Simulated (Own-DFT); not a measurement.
# Computed records: GaP (zincblende, atoms displaced)

All values are calculated (Own-DFT development build). A calculation, not a measurement: plane-wave PBE density functional theory by an unreviewed code, no spin, of a simulated periodic cell, stress positive in tension, free energy of the whole cell less one offset for each atom, forces on such cells passed a denser k mesh, this cell's mesh not checked; offsets are fitted by least squares, one for each functional and potential file, so energies compare only between cells with the same atoms and settings and are not formation energies; the far tail of each file's local potential was reset to the Coulomb form; each entry is a single point on an unrelaxed cell, so the pressure reflects the starting lattice, mostly measured values (interpolated for alloys), from which strain is counted, and rises with the displacements; printed positions are rounded, which can move forces by about a meV/angstrom; the program, named Own-DFT, is a retired in-house code; no spin-orbit coupling.

```xyz
96
Lattice="16.3515 0.0000 0.0000 0.0000 10.9010 0.0000 0.0000 0.0000 10.9010" Properties=species:S:1:pos:R:3:force_x:R:1:force_y:R:1:force_z:R:1 formula=GaP functional=PBE potential_files=PseudoDojo_norm-conserving,scalar-relativistic,standard_set wave_cutoff=42 occupations=Fermi-Dirac smearing_width=0.1 k_mesh=2_x_3_x_3_centred_on_Gamma free_energy_of_cell_above_offsets=-50.249 pressure=3.23 stress_xx=-3.18 stress_yy=-3.22 stress_zz=-3.28 stress_yz=0.21 stress_xz=0.18 stress_xy=0.23
Ga     0.0346     0.0500     0.0687      0.489     -0.339     -0.554
Ga     0.0891     2.7150     2.7630     -0.646      0.067     -0.465
Ga     2.6808    10.8619     2.7497      0.548      0.379     -0.388
Ga     2.7078     2.6529     0.0562      1.618      2.243     -1.789
P      1.5011     1.4593     1.3002     -2.292     -2.201      2.288
P      1.4258     4.0961     4.0844     -1.005     -0.021      0.859
P      4.0762     1.3549     4.1199     -0.549      0.244     -0.944
P      4.0708     4.0915     1.3857      0.358     -0.215     -0.392
Ga    16.2530    10.8727     5.4435      0.904      0.018      0.011
Ga     0.0234     2.6897     8.1039       0.15      0.344      1.242
Ga     2.7675    10.8355     8.1311     -0.764      0.536      0.565
Ga     2.7141     2.7044     5.4221      0.175      0.148      0.502
P      1.3398     1.3677     6.7822      0.449     -0.804      -0.14
P      1.4310     4.1509     9.5695      0.113     -1.102     -0.885
P      4.0461     1.3102     9.6070      0.078      0.235     -0.976
P      4.1739     3.9789     6.8244     -1.095      1.051     -0.594
Ga     0.1042     5.4235    10.8939     -1.244       0.39       0.07
Ga     0.0424     8.1992     2.7047     -0.786      0.648      -0.33
Ga     2.7061     5.3693     2.7534      0.146      1.081     -0.766
Ga     2.7342     8.1659    10.8894      0.217     -0.215     -0.014
P      1.3017     6.8324     1.3734      1.147     -0.369      0.015
P      1.3694     9.5122     4.0946     -0.551       0.55       0.06
P      4.0511     6.7735     4.0838      0.146      0.194      -0.02
P      4.0933     9.5852     1.3362     -0.006     -0.746      0.578
Ga    16.3305     5.4999     5.4750       0.26     -0.441     -0.096
Ga     0.0159     8.2230     8.1720      -1.44     -0.586      0.063
Ga     2.8063     5.4783     8.1627     -0.162     -0.312     -0.195
Ga     2.7178     8.1943     5.4095      0.195     -0.334      0.576
P      1.3263     6.8692     6.8416      0.717     -0.538     -0.339
P      1.3505     9.4614     9.4861      0.414      1.214      0.862
P      4.1829     6.7732     9.5242     -0.397      0.512      0.128
P      4.0933     9.5416     6.8124      0.372     -0.312     -0.719
Ga     5.4555     0.0184    10.8874      -0.14     -0.321      0.148
Ga     5.4273     2.7394     2.7681      0.109     -0.222     -0.376
Ga     8.1032     0.0495     2.6245       1.27     -1.033      0.951
Ga     8.1142     2.6258     0.0236      0.608      0.561     -0.281
P      6.8093     1.2986     1.3608      -1.22      1.129     -0.213
P      6.8410     4.0756     4.0350      0.284      0.205      0.657
P      9.4377     1.4251     4.0711      1.072     -1.046     -0.208
P      9.6010     3.9929     1.3140     -0.757      0.937      0.232
Ga     5.3939     0.0635     5.3906      0.349     -0.814      0.746
Ga     5.4132     2.6301     8.1319      0.127     -0.342       1.12
Ga     8.2408     0.0145     8.0564     -0.709     -0.301      1.302
Ga     8.2319     2.6913     5.5174     -1.023      0.564      0.023
P      6.7603     1.2988     6.8208      0.566      0.281       -0.5
P      6.7656     3.9476     9.5353      0.489      0.871     -0.382
P      9.5134     1.3474     9.5329       0.16     -0.025     -0.278
P      9.5027     4.1283     6.8724      0.701     -1.106      -0.58
Ga     5.5014     5.4143    10.8886     -0.128     -0.364      0.082
Ga     5.4900     8.1579     2.7982     -0.387     -0.036     -0.944
Ga     8.1810     5.5225     2.6887      0.022      -1.79     -0.672
Ga     8.1266     8.1194    10.8548      0.935      0.566     -0.091
P      6.8844     6.7778     1.3123     -1.112      0.311      0.457
P      6.7790     9.6170     4.0690      0.364     -0.249      0.023
P      9.4801     6.7507     4.0052      1.295      1.007      1.016
P      9.5968     9.5301     1.3527     -1.289     -0.212      0.091
Ga     5.4330     5.4276     5.4170      0.406     -0.095      0.222
Ga     5.4887     8.1655     8.1223     -0.479      0.583      0.878
Ga     8.1762     5.4545     8.0810     -1.047       0.26      1.201
Ga     8.1216     8.1654     5.3693      0.768      0.536      0.201
P      6.8016     6.9117     6.7911      0.155     -1.388     -0.533
P      6.7629     9.5227     9.5945      0.691       0.29     -1.098
P      9.5526     6.7702     9.4839     -0.301      0.418      0.005
P      9.5769     9.4949     6.9030      0.132     -0.128     -1.794
Ga    10.8489    10.8883     0.0157      0.256      0.552     -0.118
Ga    10.9166     2.7538     2.7654      0.002     -0.555     -0.335
Ga    13.6139     0.0225     2.7550      0.379      0.487     -0.674
Ga    13.5650     2.7446    10.8009       1.34     -0.706      0.879
P     12.2680     1.3877     1.3125     -0.195     -0.153      0.542
P     12.2839     4.0102     4.1610     -0.015      1.116     -0.585
P     15.0035     1.3653     4.1384     -0.377      0.524     -0.556
P     15.0291     4.0690     1.3181     -0.158     -0.143      0.534
Ga    10.9559    10.8730     5.3786     -0.718      0.245      0.363
Ga    10.9258     2.6838     8.1528     -0.275      0.787      0.937
Ga    13.6110     0.0231     8.1287      0.007     -0.292      0.607
Ga    13.5956     2.7437     5.5432      0.993      -0.12     -0.774
P     12.2829     1.4336     6.7987     -0.619     -1.261      0.049
P     12.3298     4.1216     9.5790     -1.563      0.206     -0.966
P     15.0464     1.3027     9.5370      -0.44      0.658     -0.374
P     15.0049     4.0321     6.8211     -0.013      0.967       -0.1
Ga    10.8690     5.5097     0.0058      0.254     -0.726      0.018
Ga    10.9416     8.2138     2.7031     -0.059     -0.609       0.09
Ga    13.6430     5.4817     2.7444      0.308     -0.481     -0.088
Ga    13.4889     8.1452    10.8496      1.599      0.813     -0.139
P     12.3257     6.8285     1.3026     -1.135     -0.551      1.346
P     12.3327     9.5300     4.0462     -0.145     -0.557      0.697
P     15.0250     6.9041     4.1058        0.2     -1.154     -0.713
P     14.9556     9.6240     1.3035      0.026     -0.985      0.566
Ga    10.8717     5.3818     5.4741     -0.324      0.241      -0.67
Ga    10.9808     8.1515     8.1655     -0.626      0.226      0.677
Ga    13.6070     5.4188     8.1614      0.182      0.292      -0.22
Ga    13.7023     8.0677     5.4838     -1.392      0.587     -0.042
P     12.1606     6.7969     6.7805      1.287     -0.383     -0.141
P     12.2049     9.5485     9.5875      0.338      0.369     -0.978
P     14.9029     6.7798     9.5738      0.974      0.321     -0.533
P     14.9132     9.5292     6.7418      0.438      -0.08      1.081
```

Units: wave_cutoff in hartree; smearing_width, free_energy_of_cell_above_offsets in eV; pressure, stress_xx, stress_yy, stress_zz, stress_yz, stress_xz, stress_xy in GPa; force_x, force_y, force_z in eV/Å.
